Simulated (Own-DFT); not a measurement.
# How strain changes the stress of C40 NbSi2, 36 atoms (Nb12Si24)

All numbers below are calculated, not measured. They come from Own-DFT, an in-house plane-wave density functional program, since retired, whose code no person has reviewed. Each row is one single-point run on a periodic cell that was not relaxed, without spin or spin-orbit coupling.

Settings of every run: PBEsol; PseudoDojo norm-conserving scalar-relativistic files, made for PBE; cutoff 42 hartree; 4 x 4 x 5 k mesh centred on Gamma; cold (Marzari-Vanderbilt) smearing of 0.2 eV.

Known limits: forces on such cells failed a check on a denser k mesh; stress not checked against mesh or cutoff.

Unstrained cell vectors in Å: (0.000, 8.324, 0.000); (-9.613, 0.000, 0.000); (0.000, 0.000, 6.586). The unstrained cell was taken from the Materials Project. The random moves and any unrelaxed bonds add to the pressure at no strain. Each run strains this cell uniformly, with the atoms carried along. Every atom was also moved at random, by a Gaussian of width 0.05 Å on each axis. Strain is the symmetric tensor, in per cent. Stress is positive in tension, and the pressure is minus a third of its trace.

| run | e_xx (%) | e_yy (%) | e_zz (%) | e_yz (%) | e_xz (%) | e_xy (%) | s_xx (GPa) | s_yy (GPa) | s_zz (GPa) | s_yz (GPa) | s_xz (GPa) | s_xy (GPa) | P (GPa) | E (meV/atom) |
|---|---|---|---|---|---|---|---|---|---|---|---|---|---|---|
| 1 | -0.31 | -0.20 | 0.89 | -0.60 | 0.44 | -0.96 | -0.46 | 1.41 | 2.61 | -1.47 | 0.79 | -3.04 | -1.19 | 21.8 |
| 2 | 1.05 | -0.91 | 0.40 | 1.61 | -0.40 | 0.54 | 5.04 | -0.48 | 1.90 | 4.70 | -1.40 | 1.91 | -2.16 | 0.0 |
| 3 | 0.33 | -1.14 | 1.58 | 0.17 | 0.48 | 0.85 | 3.32 | -1.62 | 6.16 | 0.53 | 1.10 | 2.50 | -2.62 | 5.6 |
| 4 | -0.40 | 0.14 | 0.62 | 1.75 | 1.88 | -1.04 | 0.50 | 1.85 | 1.59 | 6.17 | 5.65 | -3.12 | -1.31 | 19.9 |
| 5 | -1.50 | 1.81 | 0.44 | -0.47 | -0.31 | -1.52 | -2.58 | 6.44 | 2.45 | -0.50 | -1.43 | -4.79 | -2.10 | 10.5 |
| 6 | -0.92 | -1.07 | 1.83 | 0.92 | 1.54 | 1.89 | -1.76 | -1.30 | 5.91 | 2.51 | 4.35 | 5.93 | -0.95 | 14.7 |
| 7 | -1.10 | 1.85 | 0.32 | 0.63 | -0.65 | -1.60 | -1.62 | 6.87 | 1.80 | 1.70 | -2.70 | -4.03 | -2.35 | 20.1 |
| 8 | -0.78 | 1.95 | 1.15 | -1.86 | 2.00 | -1.55 | 0.15 | 8.01 | 4.69 | -5.63 | 6.24 | -4.34 | -4.29 | 35.4 |
| 9 | 0.52 | -1.82 | 1.06 | 0.70 | 0.80 | 1.62 | 2.57 | -4.25 | 3.39 | 2.21 | 3.08 | 4.75 | -0.57 | 15.5 |
| 10 | 0.53 | 0.03 | -1.79 | -1.16 | -1.72 | 1.60 | 1.69 | 0.04 | -8.57 | -4.05 | -5.45 | 4.46 | 2.28 | 25.0 |
| 11 | -1.55 | 1.18 | 1.32 | 1.17 | -1.90 | 0.20 | -2.44 | 4.71 | 4.89 | 3.23 | -5.53 | 0.78 | -2.39 | 21.3 |
| 12 | 1.03 | 0.90 | 1.16 | 0.09 | 1.21 | -0.20 | 6.02 | 5.79 | 6.21 | 0.10 | 3.27 | -0.50 | -6.01 | 17.2 |
| 13 | -1.23 | -1.73 | 0.45 | -0.22 | 1.22 | 0.51 | -3.58 | -6.15 | -0.56 | -0.54 | 3.91 | 1.84 | 3.43 | 4.6 |
| 14 | -1.58 | -0.54 | 0.99 | 0.09 | -0.88 | 1.95 | -5.25 | -0.66 | 1.83 | 1.01 | -2.54 | 6.51 | 1.36 | 22.9 |
| 15 | -0.61 | 0.45 | -1.87 | -1.92 | 0.42 | -0.05 | -1.81 | 0.52 | -10.63 | -6.24 | 1.60 | -0.44 | 3.97 | 31.1 |
| 16 | -1.00 | 1.13 | 0.16 | -1.18 | -0.56 | -1.71 | ? | ? | ? | ? | ? | ? | ? | ? |

E is the free energy for each atom above the lowest run shown.

## Worked fit

Each stress component was fitted by least squares to a constant and the strains of the runs shown, as fractions, with shears doubled. Shear strains stay in the fit of a normal stress only where such slopes are resolved. The slopes, in GPa:

```
stress  at no strain  per e_xx  per e_yy  per e_zz  scatter
  s_xx           1.2  366 ± 17   60 ± 12   64 ± 14     0.54
  s_yy           1.1   79 ± 13   345 ± 9   86 ± 11     0.41
  s_zz          -0.8   88 ± 18   76 ± 13  473 ± 15     0.59
```

Each shear stress against twice its own strain: yz 154 ± 8, xz 157 ± 7, xy 153 ± 7 GPa. These are stiffnesses along x, y and z of the frame in which the cell vectors are given, which need not be the crystal's axes. The atoms are held to the strained lattice; where symmetry lets them move under strain, relaxing them would lower some slopes. The table should be nearly symmetric about its diagonal, and what it lacks of that shows the noise. A ninth of its sum, 182 ± 9 GPa, estimates the bulk modulus near the mean pressure of these runs, -1.0 GPa.

## Withheld run

Question: what normal stresses and pressure should run 16 give?

The fit gives s_xx = -1.7, s_yy = 4.3, s_zz = 0.0 and P = -0.9 GPa. The calculation gave -1.57, 4.56, 0.35 and P = -1.11 GPa.
